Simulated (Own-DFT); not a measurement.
Simulation results for AlN (wurtzite, atoms displaced)

A calculation, not a measurement: plane-wave PBE density functional theory by an unreviewed code, no spin, of a simulated periodic cell, stress positive in tension, free energy of the whole cell less one offset for each atom, forces on such cells passed a denser k mesh, this cell's mesh not checked; offsets are fitted by least squares, one for each functional and potential file, so energies compare only between cells with the same atoms and settings and are not formation energies; the far tail of each file's local potential was reset to the Coulomb form; each entry is a single point on an unrelaxed cell, so the pressure reflects the starting lattice, mostly measured values (interpolated for alloys), from which strain is counted, and rises with the displacements; printed positions are rounded, which can move forces by about a meV/angstrom; the program, named Own-DFT, is a retired in-house code; no spin-orbit coupling. Program: Own-DFT development build.

```yaml
- formula: AlN
  kind: "wurtzite, atoms displaced"
  structure:
    cell_angstrom: [[12.448, 0.0, 0.0], [-6.224, 10.7803, 0.0], [0.0, 0.0, 9.964]]
    atoms_fractional:
      - [Al, 0.08526, 0.16645, 0.99945]
      - [Al, 0.16855, 0.08525, 0.25129]
      - ["N", 0.084, 0.16902, 0.19215]
      - ["N", 0.16707, 0.08358, 0.44499]
      - [Al, 0.08115, 0.16744, 0.50029]
      - [Al, 0.16282, 0.08135, 0.75058]
      - ["N", 0.07936, 0.16628, 0.69144]
      - ["N", 0.16491, 0.08016, 0.94444]
      - [Al, 0.08557, 0.41772, 0.99975]
      - [Al, 0.16594, 0.33266, 0.25009]
      - ["N", 0.08197, 0.41435, 0.19188]
      - ["N", 0.16651, 0.3348, 0.44186]
      - [Al, 0.08609, 0.41929, 0.4995]
      - [Al, 0.16616, 0.33402, 0.74941]
      - ["N", 0.08138, 0.41491, 0.69235]
      - ["N", 0.16897, 0.33468, 0.94093]
      - [Al, 0.08456, 0.66587, 0.00098]
      - [Al, 0.16767, 0.58468, 0.25061]
      - ["N", 0.08232, 0.66416, 0.19233]
      - ["N", 0.16786, 0.5843, 0.44409]
      - [Al, 0.08246, 0.66349, 0.4954]
      - [Al, 0.16476, 0.58315, 0.74912]
      - ["N", 0.08591, 0.6677, 0.69086]
      - ["N", 0.16925, 0.58535, 0.9414]
      - [Al, 0.08631, 0.91988, 0.99789]
      - [Al, 0.16759, 0.83301, 0.25093]
      - ["N", 0.08285, 0.91785, 0.19287]
      - ["N", 0.16708, 0.83389, 0.4397]
      - [Al, 0.08365, 0.91706, 0.49942]
      - [Al, 0.16965, 0.83157, 0.74782]
      - ["N", 0.08485, 0.91624, 0.69111]
      - ["N", 0.16844, 0.83599, 0.94059]
      - [Al, 0.33728, 0.16776, 0.00221]
      - [Al, 0.41244, 0.0807, 0.24909]
      - ["N", 0.3321, 0.16451, 0.19123]
      - ["N", 0.41593, 0.08269, 0.44103]
      - [Al, 0.33292, 0.16658, 0.50069]
      - [Al, 0.41331, 0.0819, 0.74828]
      - ["N", 0.33239, 0.16811, 0.69099]
      - ["N", 0.41753, 0.08253, 0.93878]
      - [Al, 0.3325, 0.41623, 0.99378]
      - [Al, 0.41646, 0.33345, 0.25316]
      - ["N", 0.33643, 0.42271, 0.19351]
      - ["N", 0.419, 0.33151, 0.44405]
      - [Al, 0.33129, 0.41747, 0.49961]
      - [Al, 0.42106, 0.33727, 0.75264]
      - ["N", 0.33097, 0.41468, 0.68824]
      - ["N", 0.41571, 0.33294, 0.9396]
      - [Al, 0.33511, 0.66632, 0.00237]
      - [Al, 0.41683, 0.58314, 0.24904]
      - ["N", 0.33208, 0.66622, 0.19134]
      - ["N", 0.41549, 0.58026, 0.44309]
      - [Al, 0.33568, 0.66998, 0.5013]
      - [Al, 0.41638, 0.58349, 0.75238]
      - ["N", 0.33284, 0.66774, 0.69383]
      - ["N", 0.41897, 0.58387, 0.94334]
      - [Al, 0.33204, 0.91479, 0.00173]
      - [Al, 0.41464, 0.83388, 0.25297]
      - ["N", 0.33596, 0.91956, 0.19161]
      - ["N", 0.41846, 0.83278, 0.43956]
      - [Al, 0.33019, 0.91457, 0.50019]
      - [Al, 0.41804, 0.83443, 0.75322]
      - ["N", 0.33142, 0.91433, 0.69193]
      - ["N", 0.41566, 0.83259, 0.9413]
      - [Al, 0.58452, 0.16771, 0.00203]
      - [Al, 0.66316, 0.08142, 0.24864]
      - ["N", 0.58431, 0.16534, 0.19107]
      - ["N", 0.66616, 0.08193, 0.44487]
      - [Al, 0.58188, 0.16669, 0.50563]
      - [Al, 0.66244, 0.08069, 0.74811]
      - ["N", 0.58313, 0.16578, 0.6935]
      - ["N", 0.66542, 0.08122, 0.94288]
      - [Al, 0.57993, 0.4137, 0.00117]
      - [Al, 0.66739, 0.33392, 0.25156]
      - ["N", 0.58301, 0.4149, 0.18729]
      - ["N", 0.66615, 0.33315, 0.44547]
      - [Al, 0.58398, 0.41696, 0.49699]
      - [Al, 0.66604, 0.33486, 0.74711]
      - ["N", 0.58479, 0.41471, 0.69309]
      - ["N", 0.6631, 0.33336, 0.94072]
      - [Al, 0.58506, 0.66476, 0.99866]
      - [Al, 0.66579, 0.58435, 0.24902]
      - ["N", 0.58261, 0.66581, 0.19492]
      - ["N", 0.66435, 0.58076, 0.44139]
      - [Al, 0.58328, 0.66774, 0.50173]
      - [Al, 0.66616, 0.58359, 0.75427]
      - ["N", 0.58176, 0.66488, 0.69236]
      - ["N", 0.66663, 0.58501, 0.94305]
      - [Al, 0.57759, 0.91611, 0.99818]
      - [Al, 0.66487, 0.83211, 0.2471]
      - ["N", 0.58443, 0.91967, 0.19383]
      - ["N", 0.6632, 0.83471, 0.44448]
      - [Al, 0.58331, 0.91715, 0.50317]
      - [Al, 0.66845, 0.83225, 0.75106]
      - ["N", 0.5857, 0.91772, 0.69004]
      - ["N", 0.66762, 0.83461, 0.94138]
      - [Al, 0.83137, 0.16654, 0.00074]
      - [Al, 0.91725, 0.08409, 0.25088]
      - ["N", 0.83407, 0.16624, 0.18948]
      - ["N", 0.91918, 0.08429, 0.43986]
      - [Al, 0.83572, 0.16548, 0.49823]
      - [Al, 0.9148, 0.08241, 0.75043]
      - ["N", 0.83313, 0.16543, 0.69219]
      - ["N", 0.91545, 0.08146, 0.94089]
      - [Al, 0.83459, 0.416, 0.00141]
      - [Al, 0.91715, 0.33245, 0.24795]
      - ["N", 0.83107, 0.41503, 0.18951]
      - ["N", 0.91714, 0.33174, 0.43814]
      - [Al, 0.83296, 0.41508, 0.50039]
      - [Al, 0.91614, 0.33058, 0.75149]
      - ["N", 0.83378, 0.41542, 0.69098]
      - ["N", 0.91899, 0.3367, 0.94312]
      - [Al, 0.83391, 0.66529, 0.99902]
      - [Al, 0.91592, 0.58149, 0.25074]
      - ["N", 0.8334, 0.66647, 0.19035]
      - ["N", 0.91784, 0.5838, 0.44181]
      - [Al, 0.8315, 0.66531, 0.5008]
      - [Al, 0.91537, 0.58185, 0.74794]
      - ["N", 0.83136, 0.66488, 0.69078]
      - ["N", 0.91453, 0.58191, 0.94299]
      - [Al, 0.83222, 0.91466, 0.00047]
      - [Al, 0.91256, 0.83081, 0.25083]
      - ["N", 0.83343, 0.91453, 0.18917]
      - ["N", 0.91744, 0.83538, 0.4409]
      - [Al, 0.83248, 0.91612, 0.50152]
      - [Al, 0.91526, 0.83414, 0.7498]
      - ["N", 0.83348, 0.91438, 0.69462]
      - ["N", 0.91747, 0.83233, 0.94023]
  settings:
    functional: PBE
    potential_files: "PseudoDojo norm-conserving, scalar-relativistic, standard set"
    "wave_cutoff [hartree]": 42.0
    occupations: Fermi-Dirac
    "smearing_width [eV]": 0.1
    hardware: "one NVIDIA H100"
    k_mesh: "2 x 2 x 2 centred on Gamma"
  results:
    "free_energy_of_cell_above_offsets [eV]": "-62.398"
    "pressure [GPa]": 3.75
    "stress_xx [GPa]": -4.11
    "stress_yy [GPa]": -3.96
    "stress_zz [GPa]": -3.19
    "stress_yz [GPa]": -0.01
    "stress_xz [GPa]": -0.15
    "stress_xy [GPa]": 0.21
    force_element: [Al, Al, "N", "N", Al, Al, "N", "N", Al, Al, "N", "N", Al, Al, "N", "N", Al, Al, "N", "N", Al, Al, "N", "N", Al, Al, "N", "N", Al, Al, "N", "N", Al, Al, "N", "N", Al, Al, "N", "N", Al, Al, "N", "N", Al, Al, "N", "N", Al, Al, "N", "N", Al, Al, "N", "N", Al, Al, "N", "N", Al, Al, "N", "N", Al, Al, "N", "N", Al, Al, "N", "N", Al, Al, "N", "N", Al, Al, "N", "N", Al, Al, "N", "N", Al, Al, "N", "N", Al, Al, "N", "N", Al, Al, "N", "N", Al, Al, "N", "N", Al, Al, "N", "N", Al, Al, "N", "N", Al, Al, "N", "N", Al, Al, "N", "N", Al, Al, "N", "N", Al, Al, "N", "N", Al, Al, "N", "N"]
    "force_x [eV/angstrom]": [-0.648, -0.613, 0.348, -0.316, 0.817, 0.45, 0.494, 0.405, -0.134, 0.257, 0.197, 0.082, -0.526, 0.07, 0.101, -0.414, -0.531, 0.063, 0.036, 0.309, -0.151, 0.472, -0.72, -0.005, -0.383, -0.621, 0.244, -0.094, -0.031, -1.123, -0.268, 0.116, -0.57, 0.963, 0.026, -0.003, 0.1, 0.126, 0.002, -0.104, 0.37, -0.003, 0.025, -0.908, 0.791, -0.606, 0.36, -0.042, -0.238, -0.218, 0.23, -0.219, 0.258, -0.263, 0.275, -0.232, -0.005, 0.794, -0.382, -0.719, 0.68, -0.032, 0.768, -0.255, -0.142, 0.803, -0.921, -0.113, 0.354, 0.818, -0.554, -0.277, 0.371, -0.179, -0.289, 0.224, -0.103, 0.754, -0.771, 0.908, -0.634, 0.459, -0.061, 0.108, -0.104, 0.192, 0.178, 0.476, 1.425, 0.032, -0.356, 1.126, -0.234, -0.546, -0.349, -0.567, 0.583, 0.018, -0.401, -0.406, -0.771, 0.005, -0.365, 0.121, -0.921, -0.328, 0.42, -0.029, 0.334, -0.27, -0.003, 0.115, -0.149, -0.271, -0.066, -0.421, 0.096, 0.303, 0.022, 0.724, 0.302, 0.849, -0.581, -0.226, -0.12, 1.138, -0.466, -0.112]
    "force_y [eV/angstrom]": [-0.125, -0.548, -0.394, 0.284, 0.114, 0.473, 0.027, 1.444, 0.038, 0.577, 0.785, -0.342, -0.619, -0.359, 0.43, -0.383, 0.325, -0.775, 0.462, 0.071, 0.868, -0.119, -0.515, -0.327, -1.268, 0.2, -0.291, -0.528, -0.038, 0.179, -0.307, -0.787, -0.559, 0.932, 0.801, -0.171, -0.094, 0.317, -0.086, -0.068, 0.267, 0.136, -1.728, 0.371, -0.524, -0.91, 0.537, 0.018, 0.008, 0.539, 0.413, 0.988, -0.684, -0.191, -0.047, -0.071, 0.582, 0.037, -1.058, 0.279, 0.364, -0.183, 0.454, -0.225, -0.171, 0.651, 0.374, 0.513, -0.326, 0.629, 0.075, 0.423, 0.626, -0.529, 0.225, -0.056, -0.157, -0.622, 1.023, 0.019, 0.874, -0.526, 0.238, 0.72, -0.369, -0.327, 0.187, -0.791, 0.151, 0.549, -1.247, -0.357, 0.198, 0.044, -0.746, -0.519, -0.152, -0.394, -0.171, -0.633, 0.169, -0.08, -0.115, 0.443, 0.014, -0.134, 0.187, 0.409, -0.024, 0.213, -0.033, -0.738, 0.425, 0.098, -0.368, -0.419, 0.288, 0.279, 0.242, 0.099, 0.321, 0.507, 0.356, -0.672, 0.081, -0.527, 0.507, 0.051]
    "force_z [eV/angstrom]": [0.177, 0.183, -0.192, -0.596, 0.206, -0.057, 0.048, -0.697, 0.233, 0.099, -0.22, -0.205, 0.223, -0.037, -0.247, -0.21, -0.251, 0.112, -0.018, -0.636, 0.875, 0.245, -0.429, -0.022, 0.799, -0.426, -0.145, 0.147, 0.175, 0.577, -0.063, 0.092, -0.611, 0.538, 0.038, 0.126, 0.342, 0.221, 0.354, 0.515, 1.333, -0.275, -0.777, -0.518, 0.022, -0.928, 0.834, 0.42, -0.296, 0.745, 0.165, -0.312, 0.221, -0.443, -0.213, -0.326, -0.329, -0.467, -0.146, 0.583, 0.036, -0.558, -0.428, 0.175, -0.492, 0.833, 0.226, -0.461, -0.771, 0.556, -0.091, -0.531, -0.358, -0.011, 1.037, -0.659, 0.967, 0.814, -0.562, -0.116, 0.663, 0.114, -0.839, -0.261, -0.189, -0.562, 0.092, -0.094, 0.748, 0.613, -0.763, -0.579, -0.472, 0.086, 0.677, 0.148, -0.251, -0.545, 0.391, 0.14, 0.346, 0.382, -0.267, 0.208, -0.385, 0.133, 0.533, 0.365, -0.024, -0.018, -0.017, -0.256, 0.233, -0.192, 0.213, -0.151, -0.15, 0.413, 0.113, -0.512, -0.191, -0.191, 0.521, 0.25, -0.093, 0.223, -0.829, 0.068]
    "wall_time [s]": 385.7
```
